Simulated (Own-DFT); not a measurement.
# Energy and forces against displacement in diamond germanium, 16 atoms (Ge16)

Calculated results; nothing here was measured. They come from Own-DFT, an in-house plane-wave density functional program, since retired, whose code no person has reviewed. Each row is one single-point run on a periodic cell that was not relaxed, without spin or spin-orbit coupling.

Settings of every run: PBE; PseudoDojo norm-conserving scalar-relativistic files; cutoff 42 hartree; 5 x 5 x 5 k mesh centred on Gamma; Fermi-Dirac smearing of 0.1 eV.

Known limits: k mesh not checked against a denser one; stress not checked against mesh or cutoff.

Cell vectors in Å: (0.000, 5.658, 5.658); (5.658, 0.000, 5.658); (5.658, 5.658, 0.000). In each run every atom was moved at random and independently from its ideal site; u is the rms move along one axis. E is the free energy for each atom above the fitted value at u = 0, and F the rms of the force components.

```
run   u (Å)  E (meV/atom)  F (eV/Å)  largest force (eV/Å)  P (GPa)
  1  0.0173           5.7     0.276                  0.75     3.88
  2  0.0187           6.3     0.281                  0.77     3.88
  3  0.0402          25.6     0.581                  1.71     4.10
  4  0.0490          38.0     0.682                  1.91     4.28
  5  0.0533          57.6     0.905                  2.07     4.54
  6  0.0844         124.6     1.257                  3.99     5.40
  7  0.0950             ?         ?                     ?        ?
  8  0.1098         224.0     1.929                  8.03     6.64
  9  0.1651         419.3     2.284                  5.68     9.20
```

## Worked fit

For small independent moves the energy grows as E = (3/2) K u², with K the mean stiffness felt by one atom. The runs with u up to 0.11 Å give K = 11.9 ± 0.6 eV/Å², with residuals divided by u² + 0.0006 Å², since the noise grows with the moves. The scatter is 4.3 meV/atom at u = 0.05 Å. The forces follow F = G u with G = 15.6 eV/Å²; no force at u = 0 is resolved. G exceeds K because the moves of its neighbours add to the force on an atom, and stiffness differs between atoms. At u = 0.165 Å the parabola gives 485 meV/atom and the run 419. The pressure follows P = 3.78 + 235 u² GPa: at fixed volume, shortened bonds push harder than stretched ones pull.

## Withheld run

Question: what energy and rms force should run 7 give?

The fit gives 161 ± 15 meV/atom and about 1.48 eV/Å. The calculation gave 133.2 meV/atom and 1.238 eV/Å. This run lies off the fit, by chance or by something that the fit leaves out.
